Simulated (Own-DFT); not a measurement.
## Calculated data, Si$_{3}$N$_{4}$ (beta silicon nitride, atoms displaced)

All values are calculated (Own-DFT development build). A calculation, not a measurement: plane-wave PBE density functional theory by an unreviewed code, no spin, of a simulated periodic cell, stress positive in tension, free energy of the whole cell less one offset for each atom, forces on such cells passed a denser k mesh, this cell's mesh not checked; offsets are fitted by least squares, one for each functional and potential file, so energies compare only between cells with the same atoms and settings and are not formation energies; the far tail of each file's local potential was reset to the Coulomb form; each entry is a single point on an unrelaxed cell, so the pressure reflects the starting lattice, mostly measured values (interpolated for alloys), from which strain is counted, and rises with the displacements; printed positions are rounded, which can move forces by about a meV/angstrom; the program, named Own-DFT, is a retired in-house code; no spin-orbit coupling.

Entry: Si$_{3}$N$_{4}$ (beta silicon nitride, atoms displaced)

```
cell vectors (Å)
   7.6060     0.0000     0.0000
  -3.8030     6.5870     0.0000
   0.0000     0.0000     8.7270
atoms (fractions of the cell vectors)
Si  0.16965  0.77003  0.08124
Si  0.23604  0.40509  0.08750
Si  0.59545  0.82385  0.08462
Si  0.82503  0.22563  0.25091
Si  0.77545  0.59957  0.24862
Si  0.40095  0.17090  0.25128
N   0.33117  0.03256  0.08372
N   0.96367  0.29718  0.08580
N   0.70032  0.67093  0.08725
N   0.67006  0.96734  0.25530
N   0.03557  0.69970  0.24856
N   0.30379  0.33077  0.25105
N   0.32898  0.66523  0.08397
N   0.66456  0.33698  0.25262
Si  0.17298  0.77155  0.41872
Si  0.23212  0.40241  0.41569
Si  0.59672  0.82745  0.41684
Si  0.82899  0.22910  0.58172
Si  0.77174  0.59397  0.58497
Si  0.40389  0.17295  0.58328
N   0.33802  0.03346  0.41354
N   0.96641  0.29871  0.41331
N   0.70131  0.67072  0.41545
N   0.66865  0.96894  0.58438
N   0.03385  0.70257  0.58036
N   0.29713  0.33062  0.58503
N   0.33065  0.66949  0.41937
N   0.66852  0.33338  0.58699
Si  0.17735  0.77254  0.74883
Si  0.23458  0.41119  0.75161
Si  0.59881  0.83328  0.75015
Si  0.82393  0.23363  0.91188
Si  0.76722  0.59586  0.91470
Si  0.40620  0.17533  0.91745
N   0.32971  0.02883  0.75258
N   0.96700  0.30250  0.74616
N   0.69781  0.66367  0.74907
N   0.66831  0.96769  0.91584
N   0.02716  0.69774  0.91762
N   0.30130  0.33571  0.91737
N   0.33234  0.66369  0.75208
N   0.67302  0.33320  0.91742
```

Here we set functional PBE, potential files PseudoDojo norm-conserving, scalar-relativistic, standard set, wave cutoff 42 hartree, occupations Fermi-Dirac, smearing width 0.1 eV and k mesh 3 x 3 x 3 centred on Gamma.

It finds free energy of cell above offsets -7.213 eV; pressure 5.63 GPa; stress xx -3.52 GPa; stress yy -5.31 GPa; stress zz -8.05 GPa; stress yz 0.66 GPa; stress xz -0.09 GPa; stress xy 0.85 GPa.

Force:
```
element  x (eV/Å)  y (eV/Å)  z (eV/Å)
     Si     1.498    -0.176     0.283
     Si    -2.055     0.391    -0.709
     Si     -1.31     0.132     0.216
     Si    -1.872      1.05    -0.577
     Si     -0.14    -1.212     0.889
     Si     1.638     1.432    -0.743
      N    -0.273     -0.45    -0.278
      N     1.508     0.255    -1.081
      N     0.335    -0.054    -1.411
      N    -0.039     0.097    -1.554
      N     -0.94     0.204     0.573
      N    -0.526     -0.08     0.216
      N     0.701     0.485     0.007
      N     0.838     -0.82    -0.202
     Si      1.23    -0.086    -1.394
     Si    -1.064      1.41     0.449
     Si    -0.723     -1.41     0.713
     Si    -1.232     0.472    -0.371
     Si    -0.439    -0.401    -1.018
     Si     0.601     0.892     0.086
      N     -0.67    -0.912     1.471
      N     1.291     0.219     0.879
      N     0.351       0.1     0.637
      N      0.24     0.373    -0.307
      N    -0.732     0.014     1.271
      N     0.615    -0.651    -0.209
      N      1.07    -0.715     -0.08
      N    -0.122    -0.474    -0.189
     Si     0.063    -1.449     0.554
     Si    -0.597    -0.925    -0.243
     Si    -0.182    -2.202    -0.026
     Si     1.475    -0.523     1.338
     Si     0.276    -0.766     0.963
     Si     0.402     0.759     0.158
      N    -0.087     0.755    -0.567
      N     1.343     0.278     0.725
      N    -0.974     1.149     0.032
      N     0.213     0.727     0.577
      N     0.129     0.518    -0.979
      N     0.913    -0.837     0.104
      N     -0.05     1.947    -0.135
      N    -2.705      0.48    -0.066
```
